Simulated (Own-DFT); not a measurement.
# Computed records: GaAs (zincblende with one plane slipped along a stacking-fault path, atoms displaced)

All values are calculated (Own-DFT development build). A calculation, not a measurement: plane-wave PBE density functional theory by an unreviewed code, no spin, of a simulated periodic cell, stress positive in tension, free energy of the whole cell less one offset for each atom, forces on such cells passed a denser k mesh, this cell's mesh not checked; offsets are fitted by least squares, one for each functional and potential file, so energies compare only between cells with the same atoms and settings and are not formation energies; the far tail of each file's local potential was reset to the Coulomb form; each entry is a single point on an unrelaxed cell, so the pressure reflects the starting lattice, mostly measured values (interpolated for alloys), from which strain is counted, and rises with the displacements; printed positions are rounded, which can move forces by about a meV/angstrom; the program, named Own-DFT, is a retired in-house code; no spin-orbit coupling.

### GaAs (zincblende with one plane slipped along a stacking-fault path, atoms displaced)

```
GaAs
1.0
      5.6533    -5.6533     0.0000
      0.0000     5.6533    -5.6533
     12.2488    12.2488     9.4222
Ga As Ga As Ga As Ga As Ga As Ga As Ga As Ga As Ga As Ga As Ga As Ga As Ga As Ga As Ga As Ga As Ga As Ga As Ga As Ga As Ga As Ga As Ga As Ga As
1 1 1 1 1 1 1 1 1 1 1 1 1 1 1 1 1 1 1 1 1 1 1 1 1 1 1 1 1 1 1 1 1 1 1 1 1 1 1 1 1 1 1 1 1 1 1 1
Direct
  0.99152 0.98445 0.00241
  0.97696 0.96249 0.12790
  0.12380 0.26763 0.17032
  0.11407 0.22548 0.29150
  0.27970 0.06152 0.33174
  0.25122 0.02332 0.46271
  0.09052 0.17008 0.49711
  0.06433 0.12476 0.62497
  0.21917 0.43577 0.66664
  0.20949 0.41742 0.78692
  0.35182 0.20998 0.83573
  0.33067 0.17584 0.95538
  0.99565 0.51101 0.99975
  0.97066 0.44746 0.12437
  0.14795 0.78939 0.16798
  0.10903 0.73498 0.29567
  0.29436 0.56764 0.33623
  0.24345 0.49621 0.45481
  0.08320 0.65099 0.49820
  0.05838 0.61925 0.62635
  0.23051 0.94817 0.67248
  0.18390 0.90219 0.79046
  0.37200 0.71600 0.83674
  0.35307 0.69418 0.95590
  0.50530 0.00375 0.00011
  0.46761 0.94573 0.12512
  0.64609 0.28384 0.16501
  0.62022 0.23837 0.29311
  0.77510 0.05407 0.33192
  0.74427 0.00732 0.46094
  0.57794 0.14606 0.49822
  0.56915 0.12002 0.62691
  0.72275 0.44284 0.66546
  0.71040 0.42199 0.78874
  0.86888 0.23164 0.83447
  0.84935 0.18009 0.95846
  0.50846 0.51193 0.00132
  0.49157 0.44755 0.11721
  0.63814 0.77892 0.16908
  0.62625 0.74312 0.28934
  0.78759 0.56130 0.33492
  0.75039 0.50489 0.46422
  0.57886 0.66521 0.50144
  0.55069 0.63024 0.62189
  0.73072 0.94976 0.67008
  0.70493 0.90576 0.79084
  0.87249 0.73417 0.83235
  0.83761 0.66499 0.95931
```

* functional: PBE
* potential files: PseudoDojo norm-conserving, scalar-relativistic, standard set
* wave cutoff: 42 hartree
* occupations: Fermi-Dirac
* smearing width: 0.1 eV
* k mesh: 4 x 4 x 2 centred on Gamma
* free energy of cell above offsets: -16.746 eV
* pressure: 4.29 GPa
* stress xx: -3.82 GPa
* stress yy: -4.88 GPa
* stress zz: -4.18 GPa
* stress yz: -0.9 GPa
* stress xz: -0.52 GPa
* stress xy: 0.14 GPa

Force:
| element | x (eV/Å) | y (eV/Å) | z (eV/Å) |
| --- | --- | --- | --- |
| Ga | 0.204 | -0.076 | -0.251 |
| As | -0.401 | -0.705 | 0.364 |
| Ga | 0.53 | -0.713 | -1.156 |
| As | 0.569 | 0.99 | -0.84 |
| Ga | 0.533 | 0.145 | 0.731 |
| As | -0.425 | -2.448 | 0.748 |
| Ga | -0.605 | 1.62 | 1.145 |
| As | -0.024 | -0.551 | 0.123 |
| Ga | -0.384 | 0.176 | -0.628 |
| As | 0.494 | 0.103 | 1.418 |
| Ga | -0.2 | -0.359 | -1.52 |
| As | 1.175 | 0.71 | 0.393 |
| Ga | 1.219 | -1.756 | 1.111 |
| As | 1.068 | 0.039 | -1.04 |
| Ga | -0.965 | 0.498 | 1.2 |
| As | 0.907 | -1.401 | -0.766 |
| Ga | -1.478 | -0.602 | -0.224 |
| As | 1.389 | 0.396 | -0.735 |
| Ga | 0.255 | 1.2 | -0.411 |
| As | 0.344 | -0.231 | -0.629 |
| Ga | -1.114 | -0.949 | -0.527 |
| As | 2.292 | -1.134 | 0.159 |
| Ga | -0.99 | 0.147 | -1.124 |
| As | 0.006 | 0.711 | 1.174 |
| Ga | -0.133 | 0.184 | -0.581 |
| As | 0.985 | -0.338 | -0.898 |
| Ga | -0.172 | -0.045 | 1.309 |
| As | -0.323 | -0.176 | -0.524 |
| Ga | 0.417 | 0.436 | 0.141 |
| As | 0.37 | -2.003 | -0.357 |
| Ga | 0.179 | 1.97 | -0.452 |
| As | -0.453 | 0.282 | -0.253 |
| Ga | -0.571 | 0.371 | -0.375 |
| As | -0.224 | 0.138 | 1.369 |
| Ga | -0.472 | -0.155 | -0.431 |
| As | 0.058 | 0.54 | -0.091 |
| Ga | -1.624 | -0.873 | -0.121 |
| As | 0.378 | 2.84 | 0.683 |
| Ga | -0.96 | -1.012 | 0.068 |
| As | 0.28 | 0.16 | 0.857 |
| Ga | -0.543 | 0.964 | 1.001 |
| As | -0.484 | -0.498 | -0.33 |
| Ga | -0.642 | -0.347 | 0.145 |
| As | 1.269 | -0.037 | 0.627 |
| Ga | -0.587 | -0.588 | 0.073 |
| As | 0.634 | 0.646 | 0.064 |
| Ga | -0.899 | 1.033 | 1.042 |
| As | -0.881 | 0.7 | -1.676 |
